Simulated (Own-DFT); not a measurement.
# What random displacements cost in beta-Si3N4, 42 atoms (N24Si18)

All numbers below are calculated, not measured. The program, named Own-DFT, is a retired in-house plane-wave density functional code that no person has reviewed. Each row is one single-point run on a periodic cell that was not relaxed, without spin or spin-orbit coupling.

Settings of every run: PBE; PseudoDojo norm-conserving scalar-relativistic files; cutoff 42 hartree; 3 x 3 x 3 k mesh centred on Gamma; Fermi-Dirac smearing of 0.1 eV.

Known limits, some of them of some rows only: some atoms lie very close together; forces on such cells passed a denser k mesh, each cell not checked; stress not checked against mesh or cutoff.

Cell vectors in Å: (7.606, 0.000, 0.000); (-3.803, 6.587, 0.000); (0.000, 0.000, 8.727). In each run every atom was moved at random and independently from its ideal site; u is the rms move along one axis. E is the free energy for each atom above the fitted value at u = 0, and F the rms of the force components.

```
run   u (Å)  E (meV/atom)  F (eV/Å)  largest force (eV/Å)  P (GPa)
  1  0.0189          10.2     0.689                  2.09     5.38
  2  0.0190          16.3     0.902                  3.40     5.70
  3  0.0218          24.4     1.045                  3.03     5.83
  4  0.0474         112.8     2.034                  7.29     7.95
  5  0.0479         110.7     2.074                  8.77     8.13
  6  0.0488             ?         ?                     ?        ?
  7  0.0995         466.7     4.533                 22.03    16.95
  8  0.1021         415.8     3.926                 19.08    15.52
  9  0.1053         416.9     3.981                 17.53    16.64
 10  0.1523        1268.9    10.485                 43.22    39.88
```

## Worked fit

For small independent moves the energy grows as E = (3/2) K u², with K the mean stiffness felt by one atom. The runs with u up to 0.11 Å give K = 29.2 ± 1.8 eV/Å², with residuals divided by u² + 0.0006 Å², since the noise grows with the moves. The scatter is 14.9 meV/atom at u = 0.05 Å. The forces follow F = G u with G = 42.7 eV/Å²; no force at u = 0 is resolved. G exceeds K because the moves of its neighbours add to the force on an atom, and stiffness differs between atoms. At u = 0.152 Å the parabola gives 1018 meV/atom and the run 1269. The pressure follows P = 5.39 + 1049 u² GPa: at fixed volume, shortened bonds push harder than stretched ones pull.

## Withheld run

Question: what energy and rms force should run 6 give?

The fit gives 104 ± 16 meV/atom and about 2.08 eV/Å. The calculation gave 112.8 meV/atom and 2.117 eV/Å.
